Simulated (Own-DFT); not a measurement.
Hf36O71 (tetragonal hafnia with one neutral oxygen vacancy, atoms displaced) (calculated)

Computed with Own-DFT development build. A calculation, not a measurement: plane-wave PBE and HSE06 DFT by an unreviewed code, no spin, of a simulated cell at Gamma alone, so results move with cell size and shape, stress positive in tension, energies less offsets, not probed for a lower state with spin; hafnium file: forces about 75 meV/angstrom off all-electron values; oxygen file: force components 24 meV/angstrom off all-electron in a glass; k mesh not checked against a denser one; forces and stress are PBE's, HSE06 gives the energy alone, and its difference from PBE has offsets of its own; offsets are fitted by least squares, one for each functional and potential file, so energies compare only between cells with the same atoms and settings and are not formation energies; the far tail of each file's local potential was reset to the Coulomb form; each entry is a single point on an unrelaxed cell, so the pressure reflects the starting lattice, taken from the Materials Project, from which strain is counted, and rises with the displacements; printed positions are rounded, which can move forces by about a meV/angstrom; the program is a retired in-house code; no spin-orbit coupling.

Settings shared by all entries: first functional PBE; second functional HSE06; exact exchange share 0.25; screening 0.11 1/bohr; exchange divergence Gygi-Baldereschi; potential files PseudoDojo norm-conserving, scalar-relativistic, made for PBE, standard set; wave cutoff 48 hartree; occupations fixed; k mesh 1 x 1 x 1 centred on Gamma.

(1) Hf36O71 (tetragonal hafnia with one neutral oxygen vacancy, atoms displaced)

```cif
# cell vector a (Å): 10.7800 0.0000 0.0000
# cell vector b (Å): 0.0000 10.7800 0.0000
# cell vector c (Å): 0.0000 0.0000 10.4493
data_Hf36O71
_symmetry_space_group_name_H-M 'P 1'
_symmetry_Int_Tables_number 1
_cell_length_a 10.7800
_cell_length_b 10.7800
_cell_length_c 10.4493
_cell_angle_alpha 90.000
_cell_angle_beta 90.000
_cell_angle_gamma 90.000
_cell_volume 1214.30
loop_
_atom_site_label
_atom_site_type_symbol
_atom_site_fract_x
_atom_site_fract_y
_atom_site_fract_z
_atom_site_occupancy
Hf1 Hf 0.99661 0.00079 0.99274 1
Hf2 Hf 0.16275 0.16433 0.24915 1
O1 O 0.00273 0.16892 0.15413 1
O2 O 0.16855 0.99992 0.34705 1
O3 O 0.00016 0.16400 0.40482 1
O4 O 0.16844 0.99878 0.09592 1
Hf3 Hf 0.00044 0.00535 0.49658 1
Hf4 Hf 0.16778 0.16443 0.75044 1
O5 O 0.00254 0.16407 0.64943 1
O6 O 0.16515 0.00518 0.84173 1
O7 O 0.99625 0.16565 0.90146 1
O8 O 0.16495 0.00693 0.60065 1
Hf5 Hf 0.99936 0.33346 0.00541 1
Hf6 Hf 0.16848 0.50160 0.24850 1
O9 O 0.00273 0.49624 0.15816 1
O10 O 0.16776 0.33621 0.34422 1
O11 O 0.00015 0.49183 0.39795 1
O12 O 0.16958 0.33143 0.09358 1
Hf7 Hf 0.00268 0.33266 0.50381 1
Hf8 Hf 0.17147 0.50077 0.75153 1
O13 O 0.99766 0.49660 0.65185 1
O14 O 0.16343 0.33672 0.84600 1
O15 O 0.00011 0.50344 0.90503 1
O16 O 0.16740 0.33235 0.59479 1
Hf9 Hf 0.00136 0.67009 0.00613 1
Hf10 Hf 0.16629 0.83893 0.25077 1
O17 O 0.99658 0.83051 0.14518 1
O18 O 0.16357 0.66860 0.34744 1
O19 O 0.99850 0.83672 0.40317 1
O20 O 0.16591 0.66736 0.09593 1
Hf11 Hf 0.00342 0.66438 0.50628 1
Hf12 Hf 0.16609 0.83397 0.74608 1
O21 O 0.00057 0.83314 0.64945 1
O22 O 0.16797 0.66588 0.84821 1
O23 O 0.00232 0.82722 0.90075 1
Hf13 Hf 0.33243 0.00065 0.00004 1
Hf14 Hf 0.50064 0.16753 0.24595 1
O24 O 0.33660 0.16366 0.15398 1
O25 O 0.49561 0.99663 0.34876 1
O26 O 0.33059 0.17005 0.40226 1
O27 O 0.49908 0.99859 0.09907 1
Hf15 Hf 0.33277 0.00184 0.50013 1
Hf16 Hf 0.49751 0.16931 0.75750 1
O28 O 0.33587 0.16471 0.65425 1
O29 O 0.49934 0.99651 0.84784 1
O30 O 0.33130 0.16834 0.89837 1
O31 O 0.49935 0.00281 0.59883 1
Hf17 Hf 0.33767 0.33147 0.00583 1
Hf18 Hf 0.50129 0.49815 0.25187 1
O32 O 0.33327 0.49660 0.14888 1
O33 O 0.50497 0.33277 0.34838 1
O34 O 0.33564 0.49937 0.40392 1
O35 O 0.49912 0.33737 0.09584 1
Hf19 Hf 0.33450 0.33206 0.50138 1
Hf20 Hf 0.50416 0.50543 0.75386 1
O36 O 0.33353 0.50123 0.65267 1
O37 O 0.49954 0.33816 0.84623 1
O38 O 0.33056 0.49566 0.90364 1
O39 O 0.50501 0.33613 0.59529 1
Hf21 Hf 0.33338 0.66369 0.99780 1
Hf22 Hf 0.50227 0.83929 0.25110 1
O40 O 0.33175 0.83890 0.15018 1
O41 O 0.50521 0.66885 0.34507 1
O42 O 0.33002 0.83447 0.40283 1
O43 O 0.49751 0.66323 0.09405 1
Hf23 Hf 0.33171 0.66504 0.49972 1
Hf24 Hf 0.50030 0.82911 0.74859 1
O44 O 0.33344 0.83821 0.65417 1
O45 O 0.49888 0.66774 0.84613 1
O46 O 0.33562 0.83532 0.90072 1
O47 O 0.50045 0.67009 0.59533 1
Hf25 Hf 0.67059 0.00173 0.00216 1
Hf26 Hf 0.84032 0.16559 0.24736 1
O48 O 0.66289 0.16438 0.15517 1
O49 O 0.83168 0.99914 0.34398 1
O50 O 0.66464 0.16654 0.40176 1
O51 O 0.83243 0.00096 0.10224 1
Hf27 Hf 0.67126 0.00351 0.50135 1
Hf28 Hf 0.83244 0.16249 0.74726 1
O52 O 0.66118 0.16747 0.65249 1
O53 O 0.83302 0.00013 0.84963 1
O54 O 0.66439 0.16382 0.89825 1
O55 O 0.83250 0.99871 0.59851 1
Hf29 Hf 0.67082 0.33721 0.00160 1
Hf30 Hf 0.83453 0.50381 0.25171 1
O56 O 0.67191 0.50212 0.15728 1
O57 O 0.83505 0.33207 0.34726 1
O58 O 0.66778 0.49414 0.40246 1
O59 O 0.83796 0.34209 0.09559 1
Hf31 Hf 0.66632 0.33635 0.50393 1
Hf32 Hf 0.83450 0.49939 0.75170 1
O60 O 0.66677 0.50444 0.65087 1
O61 O 0.83261 0.33288 0.84796 1
O62 O 0.66596 0.49619 0.90152 1
O63 O 0.83167 0.32988 0.60002 1
Hf33 Hf 0.66587 0.66877 0.99959 1
Hf34 Hf 0.83399 0.83376 0.24998 1
O64 O 0.66532 0.83134 0.15537 1
O65 O 0.83575 0.66431 0.34811 1
O66 O 0.66589 0.83400 0.40148 1
O67 O 0.83743 0.66588 0.10007 1
Hf35 Hf 0.66478 0.66636 0.50107 1
Hf36 Hf 0.83360 0.83891 0.75133 1
O68 O 0.66494 0.82857 0.65387 1
O69 O 0.83288 0.66812 0.84755 1
O70 O 0.66301 0.83488 0.90701 1
O71 O 0.83310 0.66470 0.60022 1
```

The calculation gives: PBE energy of cell above offsets -100.726 eV; HSE06 less PBE above offsets -0.124 eV; PBE pressure 0.94 GPa; PBE stress xx -1.11 GPa; PBE stress yy -0.07 GPa; PBE stress zz -1.62 GPa; PBE stress yz 0.17 GPa; PBE stress xz 0.06 GPa; PBE stress xy -0.06 GPa.

Force:
```tsv
element	x (eV/Å)	y (eV/Å)	z (eV/Å)
Hf	0.842	-0.878	0.567
Hf	1.938	1.112	0.441
O	-0.492	-0.153	-0.779
O	-0.354	0.533	0.224
O	0.101	0.807	-1.161
O	-1.39	0.354	-0.071
Hf	0.359	-1.411	1.038
Hf	0.306	1.487	-0.565
O	-0.932	0.099	0.417
O	-0.312	-1.407	1.124
O	-0.11	0.144	0.304
O	0.164	-0.46	-0.801
Hf	1.233	1.11	-1.691
Hf	-0.291	-0.14	0.353
O	0.094	0.13	-0.711
O	-0.013	-0.949	-0.085
O	0.175	1.404	1.297
O	-0.361	-0.321	0.485
Hf	-0.731	0.586	-0.518
Hf	-0.758	-0.404	0.394
O	0.904	0.509	-0.137
O	-0.188	-0.853	-0.234
O	-0.343	-0.48	0.3
O	0.385	0.005	0.217
Hf	-0.172	-0.922	-0.846
Hf	0.229	-1.089	-0.543
O	0.581	0.612	0.85
O	0.103	-0.146	0.462
O	0.065	-0.411	-0.085
O	0.778	-0.127	0.454
Hf	-0.427	-0.124	-0.863
Hf	0.309	-0.201	0.604
O	-0.015	-0.393	0.283
O	0.37	0.443	-0.979
O	-0.173	1.778	-0.4
Hf	0.895	-0.599	-0.305
Hf	0.033	-0.45	1.612
O	-0.893	0.248	-0.409
O	-0.008	1.246	-0.003
O	0.015	-0.463	0.126
O	0.608	0.126	-0.309
Hf	0.778	0.077	0.386
Hf	0.303	-0.951	-0.767
O	-0.326	0.462	-0.271
O	0.01	0.586	-0.017
O	0.283	-0.068	0.702
O	0.341	-0.389	-0.555
Hf	-1.107	0.327	-1.227
Hf	0.121	0.469	0.031
O	0.218	0.245	0.557
O	-0.541	-0.041	-0.516
O	0.083	0.355	-0.204
O	1.323	-0.235	0.58
Hf	0.297	0.013	-0.085
Hf	-0.384	-1.233	-0.98
O	0.322	0.572	-0.007
O	0.074	-0.315	0.351
O	0.259	0.64	-0.165
O	-1.395	0.108	0.539
Hf	-0.48	0.526	0.055
Hf	-0.746	-0.698	-0.137
O	0.109	-0.344	0.501
O	-0.211	-0.496	-0.009
O	-0.133	-0.534	0.222
O	0.463	-0.066	-0.115
Hf	-0.245	0.38	-0.108
Hf	-0.423	1.74	0.022
O	-0.486	-0.633	-0.43
O	0.167	-0.333	0.585
O	-0.419	-0.475	0.291
O	-0.707	-0.172	0.254
Hf	-1.709	0.033	-0.051
Hf	-1.905	0.682	1.294
O	1.54	0.362	-0.853
O	0.238	0.627	0.487
O	0.236	-0.24	0.36
O	0.711	0.233	-0.679
Hf	-1.89	0.103	-0.456
Hf	-0.295	1.717	-0.336
O	1.06	-0.356	0.321
O	0.207	-0.201	0.415
O	0.296	0.642	0.933
O	0.49	0.165	0.403
Hf	-0.116	-0.697	-0.395
Hf	0.665	-0.872	0.628
O	-1.181	-0.225	-0.877
O	0.066	-0.569	-0.488
O	-0.07	1.398	0.082
O	-1.182	-0.89	0.418
Hf	0.393	-1.102	-0.844
Hf	0.16	0.433	0.046
O	0.036	-0.064	0.404
O	-0.138	-0.491	0.02
O	-0.101	1.101	0.227
O	0.521	-0.018	0.098
Hf	0.554	-0.227	0.592
Hf	-0.059	-0.916	0.376
O	0.629	-0.053	-0.549
O	-0.113	0.865	0.259
O	0.318	0.243	0.477
O	-1.139	-0.048	-0.133
Hf	0.672	-0.025	-0.536
Hf	-0.105	-2.087	-0.625
O	0.84	0.295	0.157
O	-0.569	0.252	-0.003
O	0.452	-0.102	-0.194
O	0.417	0.161	-0.511
```

(2) Hf36O71 (tetragonal hafnia with one neutral oxygen vacancy, atoms displaced)

```cif
# cell vector a (Å): 10.7800 0.0000 0.0000
# cell vector b (Å): 0.0000 10.7800 0.0000
# cell vector c (Å): 0.0000 0.0000 10.4493
data_Hf36O71
_symmetry_space_group_name_H-M 'P 1'
_symmetry_Int_Tables_number 1
_cell_length_a 10.7800
_cell_length_b 10.7800
_cell_length_c 10.4493
_cell_angle_alpha 90.000
_cell_angle_beta 90.000
_cell_angle_gamma 90.000
_cell_volume 1214.30
loop_
_atom_site_label
_atom_site_type_symbol
_atom_site_fract_x
_atom_site_fract_y
_atom_site_fract_z
_atom_site_occupancy
Hf1 Hf 0.98925 0.99737 0.99808 1
Hf2 Hf 0.16192 0.16081 0.25528 1
O1 O 0.99558 0.15667 0.15695 1
O2 O 0.15989 0.00201 0.34780 1
O3 O 0.99522 0.15413 0.39810 1
O4 O 0.17577 0.98923 0.07799 1
Hf3 Hf 0.99936 0.99818 0.50550 1
Hf4 Hf 0.16084 0.15817 0.75239 1
O5 O 0.99987 0.15584 0.65643 1
O6 O 0.16344 0.00085 0.84724 1
O7 O 0.16237 0.01123 0.59762 1
Hf5 Hf 0.00494 0.34032 0.99295 1
Hf6 Hf 0.16068 0.52182 0.24824 1
O8 O 0.00194 0.49482 0.15726 1
O9 O 0.16497 0.34092 0.36092 1
O10 O 0.99729 0.50149 0.38171 1
O11 O 0.18280 0.33436 0.10678 1
Hf7 Hf 0.98240 0.33508 0.51318 1
Hf8 Hf 0.16109 0.50131 0.74201 1
O12 O 0.00826 0.49558 0.66220 1
O13 O 0.17564 0.33809 0.86791 1
O14 O 0.00570 0.48547 0.90685 1
O15 O 0.17563 0.31208 0.59915 1
Hf9 Hf 0.00485 0.67242 0.99800 1
Hf10 Hf 0.15883 0.83877 0.26283 1
O16 O 0.99943 0.83383 0.14685 1
O17 O 0.15891 0.65796 0.33815 1
O18 O 0.98151 0.84532 0.41605 1
O19 O 0.16193 0.67360 0.10218 1
Hf11 Hf 0.98777 0.66553 0.49820 1
Hf12 Hf 0.16138 0.82340 0.75054 1
O20 O 0.99963 0.83698 0.65560 1
O21 O 0.17062 0.65401 0.83965 1
O22 O 0.00150 0.84044 0.90269 1
O23 O 0.16258 0.67280 0.59751 1
Hf13 Hf 0.33230 0.99842 0.00809 1
Hf14 Hf 0.51640 0.16604 0.24884 1
O24 O 0.34151 0.16644 0.14529 1
O25 O 0.49718 0.99615 0.34549 1
O26 O 0.34840 0.16673 0.39910 1
O27 O 0.48989 0.98625 0.11471 1
Hf15 Hf 0.33425 0.99039 0.49998 1
Hf16 Hf 0.49127 0.16547 0.74857 1
O28 O 0.33929 0.16800 0.64683 1
O29 O 0.50160 0.00629 0.85967 1
O30 O 0.33480 0.15724 0.90098 1
O31 O 0.48471 0.01091 0.59283 1
Hf17 Hf 0.32878 0.34487 0.00482 1
Hf18 Hf 0.49515 0.48577 0.24495 1
O32 O 0.33341 0.50376 0.15392 1
O33 O 0.50962 0.33180 0.34540 1
O34 O 0.34105 0.50916 0.41156 1
O35 O 0.50941 0.33149 0.09656 1
Hf19 Hf 0.32541 0.33419 0.50045 1
Hf20 Hf 0.50362 0.50186 0.73038 1
O36 O 0.32959 0.51395 0.64283 1
O37 O 0.49647 0.34265 0.84301 1
O38 O 0.35664 0.49853 0.89902 1
O39 O 0.51090 0.33750 0.58837 1
Hf21 Hf 0.31704 0.67458 0.00039 1
Hf22 Hf 0.49968 0.82993 0.25184 1
O40 O 0.32252 0.83173 0.15940 1
O41 O 0.50752 0.66191 0.34354 1
O42 O 0.33634 0.83415 0.40561 1
O43 O 0.50171 0.67041 0.08843 1
Hf23 Hf 0.33383 0.66891 0.49744 1
Hf24 Hf 0.50247 0.82451 0.76026 1
O44 O 0.32903 0.83400 0.65739 1
O45 O 0.51477 0.66393 0.85291 1
O46 O 0.34090 0.82306 0.89543 1
O47 O 0.49319 0.66333 0.58805 1
Hf25 Hf 0.65828 0.99265 0.99844 1
Hf26 Hf 0.84658 0.17020 0.23560 1
O48 O 0.66475 0.17235 0.14077 1
O49 O 0.82908 0.99252 0.33633 1
O50 O 0.66145 0.16897 0.42038 1
O51 O 0.83707 0.99884 0.10382 1
Hf27 Hf 0.66365 0.00530 0.49877 1
Hf28 Hf 0.84944 0.16943 0.75454 1
O52 O 0.67028 0.17139 0.64267 1
O53 O 0.84322 0.00390 0.83879 1
O54 O 0.67184 0.16047 0.89862 1
O55 O 0.85071 0.99944 0.60422 1
Hf29 Hf 0.66504 0.33751 0.01778 1
Hf30 Hf 0.83081 0.52142 0.24567 1
O56 O 0.66530 0.49614 0.15258 1
O57 O 0.83597 0.32870 0.35002 1
O58 O 0.67353 0.49692 0.40299 1
O59 O 0.84225 0.33366 0.10027 1
Hf31 Hf 0.66186 0.33733 0.51156 1
Hf32 Hf 0.84389 0.49578 0.74094 1
O60 O 0.67027 0.48984 0.65462 1
O61 O 0.85353 0.33850 0.85136 1
O62 O 0.66228 0.50707 0.89973 1
O63 O 0.82751 0.32515 0.60021 1
Hf33 Hf 0.66497 0.67120 0.98547 1
Hf34 Hf 0.83907 0.83965 0.26017 1
O64 O 0.65932 0.83452 0.14784 1
O65 O 0.82712 0.67033 0.33887 1
O66 O 0.66829 0.83278 0.39576 1
O67 O 0.84204 0.67248 0.09774 1
Hf35 Hf 0.66226 0.65884 0.49175 1
Hf36 Hf 0.83451 0.82784 0.76102 1
O68 O 0.65524 0.82903 0.64729 1
O69 O 0.84481 0.66162 0.85300 1
O70 O 0.66337 0.82806 0.90125 1
O71 O 0.83357 0.66407 0.60111 1
```

It finds PBE energy of cell above offsets -84.954 eV; HSE06 less PBE above offsets 0.691 eV; PBE pressure 6.36 GPa; PBE stress xx -7.36 GPa; PBE stress yy -5.97 GPa; PBE stress zz -5.75 GPa; PBE stress yz -0.17 GPa; PBE stress xz 2.43 GPa; PBE stress xy 0 GPa.

Force:
```tsv
element	x (eV/Å)	y (eV/Å)	z (eV/Å)
Hf	1.572	1.876	0.122
Hf	2.396	3.879	-0.306
O	5.041	-0.335	-2.654
O	0.534	-1.271	0.088
O	0.059	2.003	0.494
O	-4.936	0.397	3.09
Hf	0.654	2.702	0.901
Hf	3.193	0.942	0.434
O	0.619	2.064	-0.682
O	-0.463	-1.469	-0.771
O	1.192	-0.781	-0.045
Hf	0.709	-3.797	2.95
Hf	0.828	-9.484	-2.99
O	-0.458	0.775	-1.792
O	0.381	-0.833	-0.82
O	-1.058	0.947	3.997
O	-3.49	-0.562	0.722
Hf	3.342	-1.711	-5.107
Hf	6.02	-2.582	2.329
O	-2.796	-0.512	-4.067
O	-0.742	-0.335	-2.312
O	0.289	6.31	-2.161
O	-3.272	1.444	1.447
Hf	-2.16	-1.05	0.888
Hf	1.258	-0.427	-2.906
O	1.022	0.232	1.317
O	-0.13	8.165	5.022
O	1.069	-4.757	-2.236
O	-0.449	-0.577	-0.512
Hf	1.531	0.535	-0.611
Hf	1.222	2.171	-0.614
O	-0.314	-1.301	0.593
O	-0.73	1.803	2.04
O	-0.008	-2.508	-0.643
O	-1.412	-0.288	-0.972
Hf	3.059	1.565	-1.895
Hf	-3.414	-0.771	1.16
O	-0.567	-0.495	1.226
O	0.919	0.222	0.955
O	-1.459	-0.075	0.373
O	1.817	0.547	-1.68
Hf	-0.549	3.444	0.377
Hf	1.491	0.9	1.255
O	-1.353	0.655	0.54
O	0.664	-2.25	-0.715
O	-0.159	1.207	-0.279
O	3.352	-0.845	0.976
Hf	1.778	-1.952	-1.78
Hf	0.638	1.96	0.385
O	-0.418	0.211	-0.314
O	-0.164	0.208	-0.172
O	-0.106	-1.446	-1.647
O	-3.09	0.607	1.455
Hf	0.9	-1.364	-1.627
Hf	-1.801	-1.061	4.029
O	-0.777	-1.082	1
O	0.722	-1.743	-1.229
O	-1.765	2.381	0.669
O	-5.339	0.818	2.227
Hf	4.416	-2.221	0.375
Hf	0.589	0.011	-1.224
O	-0.184	-0.877	0.406
O	0.019	-0.393	0.226
O	-1.025	-1.279	-1.142
O	-1.216	0.213	0.085
Hf	-0.315	-0.559	0.845
Hf	-1.175	1.263	-0.621
O	0.294	-0.091	-0.277
O	-0.478	0.531	-2.547
O	-0.866	1.031	0.673
O	1.919	-0.037	1.072
Hf	-0.919	1.994	1.04
Hf	-4.21	0.89	3.325
O	1.67	-0.907	0.666
O	-0.761	4.154	2.141
O	-0.233	-0.676	-2.837
O	-1.443	-0.191	-1.445
Hf	-0.149	-0.339	0.958
Hf	-4.232	-0.057	0.694
O	-0.14	-1.098	2.054
O	0.209	-1.881	1.825
O	0.456	0.73	0.897
O	-4.045	-0.354	-0.327
Hf	2.08	-0.054	-3.777
Hf	0.483	-4.749	-1.393
O	0.423	0.162	0
O	0.63	0.466	0.217
O	0.409	0.775	-0.065
O	-0.584	-0.561	-0.179
Hf	2.217	-1.78	-3.523
Hf	-3.646	-0.016	3.536
O	1.778	1.124	-0.878
O	-0.341	-0.462	-1.165
O	1.423	-1.743	-0.001
O	1.505	1.269	1.905
Hf	-1.015	-2.977	3.699
Hf	-2.376	-0.958	-3.544
O	1.883	0.191	0.101
O	0.563	1.245	3.203
O	-0.036	-0.467	1.016
O	-0.41	-0.798	-0.455
Hf	-1.061	2.048	-0.493
Hf	-0.261	1.611	-2.335
O	1.661	0.241	0.841
O	0.36	0.048	-0.887
O	1.295	2.733	-1.992
O	-0.048	-0.511	-0.213
```
